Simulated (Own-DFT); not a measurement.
## Calculated data, InAs (zincblende, strongly disordered by large displacements), GaP (zincblende, strongly disordered by large displacements)

Computed with Own-DFT development build. A calculation, not a measurement: plane-wave PBE density functional theory by an unreviewed code, no spin, of a simulated periodic cell, stress positive in tension, free energy of the whole cell less one offset for each atom, forces on such cells passed a denser k mesh, this cell's mesh not checked; broken bonds can close the gap or carry spin, so checks made on this kind of crystal may not hold here; offsets are fitted by least squares, one for each functional and potential file, so energies compare only between cells with the same atoms and settings and are not formation energies; the far tail of each file's local potential was reset to the Coulomb form; each entry is a single point on an unrelaxed cell, so the pressure reflects the starting lattice, mostly measured values (interpolated for alloys), from which strain is counted, and rises with the displacements; printed positions are rounded, which can move forces by about a meV/angstrom; the program, named Own-DFT, is a retired in-house code; no spin-orbit coupling.

Common to all runs: functional PBE; potential files PseudoDojo norm-conserving, scalar-relativistic, standard set; wave cutoff 42 hartree; occupations Fermi-Dirac; smearing width 0.1 eV; k mesh 3 x 3 x 3 centred on Gamma.

(1) InAs (zincblende, strongly disordered by large displacements)

```cif
# cell vector a (Å): 12.1166 0.0000 0.0000
# cell vector b (Å): 0.0000 12.1166 0.0000
# cell vector c (Å): 0.0000 0.0000 12.1166
data_InAs
_symmetry_space_group_name_H-M 'P 1'
_symmetry_Int_Tables_number 1
_cell_length_a 12.1166
_cell_length_b 12.1166
_cell_length_c 12.1166
_cell_angle_alpha 90.000
_cell_angle_beta 90.000
_cell_angle_gamma 90.000
_cell_volume 1778.86
loop_
_atom_site_label
_atom_site_type_symbol
_atom_site_fract_x
_atom_site_fract_y
_atom_site_fract_z
_atom_site_occupancy
In1 In 0.01646 0.02371 0.01657 1
In2 In 0.00866 0.23653 0.25471 1
In3 In 0.26722 0.99113 0.24438 1
In4 In 0.25246 0.25085 0.00530 1
As1 As 0.11880 0.11684 0.12664 1
As2 As 0.12183 0.36753 0.41716 1
As3 As 0.40150 0.10771 0.38101 1
As4 As 0.36042 0.40047 0.13899 1
In5 In 0.00929 0.98053 0.49374 1
In6 In 0.01789 0.27675 0.76650 1
In7 In 0.21957 0.99656 0.75690 1
In8 In 0.25332 0.25136 0.47346 1
As5 As 0.14507 0.14075 0.61644 1
As6 As 0.10264 0.37242 0.89975 1
As7 As 0.37394 0.15949 0.86035 1
As8 As 0.38349 0.37704 0.62650 1
In9 In 0.98769 0.50300 0.01476 1
In10 In 0.99774 0.74941 0.26723 1
In11 In 0.27746 0.51400 0.25633 1
In12 In 0.24395 0.73685 0.98727 1
As9 As 0.12383 0.62743 0.13366 1
As10 As 0.12753 0.86689 0.34341 1
As11 As 0.36723 0.63070 0.40180 1
As12 As 0.39510 0.87599 0.13131 1
In13 In 0.99360 0.47931 0.48356 1
In14 In 0.99534 0.68343 0.75274 1
In15 In 0.25555 0.48929 0.70869 1
In16 In 0.23998 0.75030 0.49715 1
As13 As 0.10042 0.63084 0.63758 1
As14 As 0.12380 0.87983 0.86731 1
As15 As 0.36713 0.59376 0.84575 1
As16 As 0.36107 0.88537 0.61517 1
In17 In 0.48983 0.02424 0.01264 1
In18 In 0.52617 0.27367 0.23885 1
In19 In 0.76011 0.03638 0.25083 1
In20 In 0.74000 0.26674 0.00363 1
As17 As 0.62754 0.12737 0.15602 1
As18 As 0.62482 0.38751 0.36315 1
As19 As 0.89454 0.10669 0.35006 1
As20 As 0.85424 0.36155 0.13326 1
In21 In 0.50332 0.98361 0.51037 1
In22 In 0.50814 0.27040 0.73770 1
In23 In 0.70081 0.02275 0.74009 1
In24 In 0.75633 0.24705 0.52322 1
As21 As 0.62833 0.13949 0.61343 1
As22 As 0.60292 0.36894 0.88240 1
As23 As 0.87950 0.12698 0.87287 1
As24 As 0.89738 0.38856 0.61752 1
In25 In 0.47723 0.51358 0.99955 1
In26 In 0.48986 0.74181 0.26413 1
In27 In 0.73385 0.49524 0.25388 1
In28 In 0.74438 0.71811 0.98919 1
As25 As 0.61039 0.62985 0.13442 1
As26 As 0.61711 0.85227 0.35859 1
As27 As 0.87983 0.61690 0.39472 1
As28 As 0.85403 0.87586 0.12686 1
In29 In 0.52688 0.49252 0.48203 1
In30 In 0.46296 0.75396 0.73290 1
In31 In 0.75922 0.49675 0.76230 1
In32 In 0.71136 0.76329 0.48009 1
As29 As 0.62113 0.65837 0.60748 1
As30 As 0.60755 0.88281 0.88389 1
As31 As 0.89346 0.61945 0.89768 1
As32 As 0.85077 0.86759 0.64569 1
```

Here we set hardware one NVIDIA H200.

The calculation gives: free energy of cell above offsets 0.424 eV; pressure 9.24 GPa; stress xx -9.57 GPa; stress yy -8.11 GPa; stress zz -10.03 GPa; stress yz -0.11 GPa; stress xz 0.7 GPa; stress xy 0.83 GPa; wall time 1158 s.

Force:
```csv
element,x (eV/Å),y (eV/Å),z (eV/Å)
In,-5.385,-5.064,-5.18
In,0.499,2.71,-0.285
In,-0.132,1.031,0.406
In,-0.522,0.576,0.456
As,5.949,3.717,4.241
As,0.72,-0.057,-5.51
As,-1.207,1.973,-1.547
As,2.65,-4.615,-3.243
In,-0.334,0.096,1.162
In,-2.419,-3.652,-3.697
In,2.777,2.857,-2.404
In,4.643,-3.248,1.775
As,-1.57,-0.684,0.75
As,3.579,2.519,2.21
As,-0.131,-2.022,0.604
As,1.18,-1.22,-4.144
In,1.468,-2.39,3.183
In,-3.005,-1.737,-2.133
In,-3.88,2.703,3.025
In,0.663,0.52,-0.075
As,0.128,-0.36,0.159
As,1.961,1.706,2.738
As,1.673,-1.48,-0.596
As,-1.015,-1.086,-1.444
In,-0.669,4.534,0.064
In,-6.791,7.316,6.421
In,-3.629,1.408,1.797
In,-1.782,1.376,0.735
As,9.388,-4.733,-10.41
As,-2.636,-2.84,2.869
As,-0.326,2.115,0.877
As,-1.783,0.226,0.833
In,0.4,0.252,-0.853
In,-3.418,-0.368,-0.229
In,-1.429,-5.302,-1.253
In,-0.134,-2.578,-1.405
As,-2.081,0.876,-4.285
As,1.523,-3.836,2.123
As,2.244,1.416,5.683
As,2.208,1.617,1.439
In,1.369,-0.096,-0.835
In,0.134,-1.518,-0.074
In,3.408,-3.513,3.812
In,3.122,2.054,-2.841
As,-4.264,0.328,-1.217
As,1.387,1.957,0.874
As,-0.83,0.412,-0.178
As,-3.09,-2.352,3.655
In,1.056,-0.293,0.461
In,-1.956,-0.894,-0.886
In,3.333,2.814,-1.933
In,-1.23,2.871,1.033
As,0.318,-0.929,-0.993
As,-1.186,6.647,-3.155
As,-1.827,1.37,-1.545
As,0.889,-0.217,-0.225
In,-2.803,3.095,3.849
In,1.563,-0.412,1.257
In,-0.828,0.201,-0.628
In,6.868,-1.247,3.035
As,-1.7,-3.979,3.608
As,-0.288,-0.567,-0.595
As,-3.276,-0.003,-0.335
As,0.45,0,-1
```

(2) GaP (zincblende, strongly disordered by large displacements)

```cif
# cell vector a (Å): 10.9010 0.0000 0.0000
# cell vector b (Å): 0.0000 10.9010 0.0000
# cell vector c (Å): 0.0000 0.0000 10.9010
data_GaP
_symmetry_space_group_name_H-M 'P 1'
_symmetry_Int_Tables_number 1
_cell_length_a 10.9010
_cell_length_b 10.9010
_cell_length_c 10.9010
_cell_angle_alpha 90.000
_cell_angle_beta 90.000
_cell_angle_gamma 90.000
_cell_volume 1295.39
loop_
_atom_site_label
_atom_site_type_symbol
_atom_site_fract_x
_atom_site_fract_y
_atom_site_fract_z
_atom_site_occupancy
Ga1 Ga 0.03916 0.97176 0.00996 1
Ga2 Ga 0.01388 0.24711 0.24090 1
Ga3 Ga 0.23499 0.99848 0.27066 1
Ga4 Ga 0.24963 0.23508 0.99030 1
P1 P 0.12665 0.10275 0.15194 1
P2 P 0.12625 0.40333 0.38470 1
P3 P 0.38171 0.12608 0.37150 1
P4 P 0.38230 0.34355 0.13914 1
Ga5 Ga 0.99220 0.97374 0.48356 1
Ga6 Ga 0.00645 0.28177 0.74271 1
Ga7 Ga 0.24614 0.01666 0.74090 1
Ga8 Ga 0.25743 0.25607 0.49472 1
P5 P 0.09286 0.14518 0.61310 1
P6 P 0.13650 0.35378 0.87093 1
P7 P 0.37997 0.10740 0.87868 1
P8 P 0.37331 0.37498 0.62289 1
Ga9 Ga 0.00511 0.49820 0.99457 1
Ga10 Ga 0.99136 0.74248 0.22788 1
Ga11 Ga 0.24567 0.47881 0.25375 1
Ga12 Ga 0.24519 0.74112 0.00638 1
P9 P 0.12347 0.61667 0.10512 1
P10 P 0.10155 0.85275 0.36037 1
P11 P 0.36244 0.62740 0.33516 1
P12 P 0.37720 0.90303 0.11212 1
Ga13 Ga 0.97117 0.49810 0.48856 1
Ga14 Ga 0.98514 0.77710 0.75662 1
Ga15 Ga 0.27136 0.51078 0.73178 1
Ga16 Ga 0.27712 0.78319 0.48998 1
P13 P 0.14043 0.59429 0.59560 1
P14 P 0.11814 0.89293 0.88045 1
P15 P 0.37396 0.64265 0.88729 1
P16 P 0.37653 0.88886 0.60493 1
Ga17 Ga 0.50543 0.99952 0.00499 1
Ga18 Ga 0.49094 0.23672 0.27364 1
Ga19 Ga 0.73919 0.02399 0.22654 1
Ga20 Ga 0.76138 0.26906 0.99471 1
P17 P 0.62958 0.11404 0.11529 1
P18 P 0.60805 0.39576 0.35543 1
P19 P 0.88901 0.11780 0.38091 1
P20 P 0.86134 0.40606 0.12039 1
Ga21 Ga 0.50833 0.99472 0.47830 1
Ga22 Ga 0.48836 0.26362 0.75205 1
Ga23 Ga 0.74854 0.01279 0.74966 1
Ga24 Ga 0.74709 0.22964 0.49902 1
P21 P 0.61304 0.09649 0.61689 1
P22 P 0.64689 0.41118 0.89195 1
P23 P 0.88458 0.11628 0.88179 1
P24 P 0.87204 0.35231 0.61707 1
Ga25 Ga 0.51367 0.47425 0.01573 1
Ga26 Ga 0.47477 0.74851 0.27160 1
Ga27 Ga 0.74577 0.52755 0.26332 1
Ga28 Ga 0.76860 0.73887 0.99566 1
P25 P 0.61474 0.64046 0.14009 1
P26 P 0.61260 0.84878 0.38003 1
P27 P 0.88854 0.61948 0.36015 1
P28 P 0.85935 0.85198 0.15077 1
Ga29 Ga 0.47374 0.49094 0.53224 1
Ga30 Ga 0.50419 0.73211 0.72586 1
Ga31 Ga 0.74826 0.50205 0.76393 1
Ga32 Ga 0.72649 0.75033 0.51500 1
P29 P 0.60066 0.61382 0.61438 1
P30 P 0.60618 0.84982 0.88680 1
P31 P 0.84108 0.61027 0.86618 1
P32 P 0.87803 0.86746 0.62922 1
```

It was run with hardware one NVIDIA H100.

It finds free energy of cell above offsets -5.277 eV; pressure 9.23 GPa; stress xx -9.46 GPa; stress yy -8.48 GPa; stress zz -9.74 GPa; stress yz 0.24 GPa; stress xz -0.4 GPa; stress xy -1.16 GPa; wall time 542.4 s.

Force:
```csv
element,x (eV/Å),y (eV/Å),z (eV/Å)
Ga,-6.638,4.996,7.611
Ga,-1.375,1.872,1.056
Ga,2.382,-1.941,0.645
Ga,0.552,-1.041,2.037
P,-0.753,2.312,-3.781
P,-1.023,-3.63,0.543
P,-3.463,-3.052,3.131
P,-1.559,1.414,-2.166
Ga,0.119,0.742,1.286
Ga,-0.817,-2.459,1.155
Ga,-0.795,-0.075,-0.874
Ga,-1.777,-0.545,-0.159
P,2.664,-2.079,-0.821
P,0.454,3.184,0.617
P,-0.018,1.773,-1.071
P,-3.035,-4.662,2.718
Ga,-0.866,-1.113,-1.749
Ga,2.599,-2.579,0.503
Ga,1.17,1.112,-2.972
Ga,0.523,2.823,-0.416
P,0.052,-0.073,2.272
P,2.875,0.493,1.347
P,-3.882,-3.76,5.217
P,-3.089,-3.128,3.421
Ga,1.157,-1.026,2.267
Ga,2.084,-3.55,2.075
Ga,-1.615,0.864,2.785
Ga,-4.05,-4.634,-3.433
P,-0.835,2.391,0.471
P,5.277,-5.615,-7.61
P,1.488,-2.543,-2.106
P,1.693,1.778,4.069
Ga,1.44,-0.351,-2.086
Ga,4.285,2.374,-3.112
Ga,4.478,-3.831,4.865
Ga,0.562,-1.855,0.12
P,-2.92,5.145,-2.483
P,0.259,-1.44,2.595
P,-1.784,0.823,-1.949
P,1.204,-1.7,1.134
Ga,-0.667,-0.218,0.001
Ga,1.714,-1.547,1.086
Ga,0.143,-1.516,1.234
Ga,-1.159,0.173,-0.657
P,0.605,3.02,1.029
P,-2.498,-4.815,-0.379
P,0.096,1.211,0.02
P,-2.002,2.92,-0.106
Ga,-2.491,2.796,2.516
Ga,3.989,4.234,-4.741
Ga,-1.662,-1.101,-1.762
Ga,-2.827,1.339,1.702
P,0.209,-0.521,-1.248
P,1.14,2.188,-1.333
P,-1.084,2.321,1.66
P,-1.6,3.182,-3.2
Ga,3.27,3.058,-6.98
Ga,-2.555,3.361,3.557
Ga,-1.956,-3.035,-8.687
Ga,2.114,-0.597,-0.184
P,3.973,-1.368,-0.073
P,1.665,0.852,-1.317
P,7.733,4.807,3.035
P,-3.17,1.84,-2.328
```
